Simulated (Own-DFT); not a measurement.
# What it costs to cut wurtzite AlN, m plane (10-10)

Calculated, not measured: single-point runs of Own-DFT, a retired in-house plane-wave DFT program that no person has reviewed, on unrelaxed cells, without spin or spin-orbit coupling.

Known weak points (not all hold for every row): some atoms lie very close together; k mesh not checked against a denser one.

Both sets of runs: PBE; PseudoDojo norm-conserving scalar-relativistic files; cutoff 42 hartree; Gaussian smearing of 0.01 eV. The slab has 128 atoms in 16 layers, two equal faces of 62.02 Å² as cut, 15 Å of vacuum, a dipole correction along the normal and a 6 x 3 x 1 mesh. The bulk cell has 128 atoms, the same measured lattice constants and a 3 x 3 x 3 mesh. In the slab only the 32 atoms nearest the faces were moved at random; u is their rms move along one axis. Energies are counted from -174.06 eV for each atom.

| slab run | u (Å) | E (eV, cell) |
|---|---|---|
| 1 | 0.0479 | 19.698 |
| 2 | 0.0492 | 20.159 |
| 3 | 0.0493 | 21.399 |
| 4 | 0.0515 | 21.026 |
| 5 | 0.0519 | 20.705 |
| 6 | 0.0524 | 21.395 |
| 7 | 0.0921 | 27.644 |
| 8 | 0.0961 | 26.722 |
| 9 | 0.0966 | 28.468 |
| 10 | 0.0990 | 26.330 |
| 11 | 0.1004 | 29.237 |
| 12 | 0.1054 | 27.456 |

| bulk run | u (Å) | E (meV/atom) |
|---|---|---|
| 1 | 0.0191 | -3.13 |
| 2 | 0.0192 | -2.94 |
| 3 | 0.0196 | -2.24 |
| 4 | 0.0203 | -1.64 |
| 5 | 0.0203 | -1.26 |
| 6 | 0.0975 | 304.27 |
| 7 | 0.0983 | 313.72 |
| 8 | 0.1003 | 331.80 |
| 9 | 0.1007 | 314.72 |
| 10 | 0.1011 | 338.36 |

The question: what is the energy of the unrelaxed surface?

## Solution

Take each set to u = 0 with E = a + b u². Residuals are scaled by 1/(u² + 0.0006 Å²) to tame the large moves. Slab: a = 18.20 ± 0.37 eV. Bulk: a = -15.4 ± 0.3 meV/atom. The excess is 18.20 - 128 x (-0.0154) = 20.17 ± 0.37 eV. Over two faces that is 163 meV/Å², or 2.60 ± 0.05 J/m². Relaxing the faces would lower the energy, and the unlike meshes and the reach from the smallest u down to zero add errors that aren't counted here.
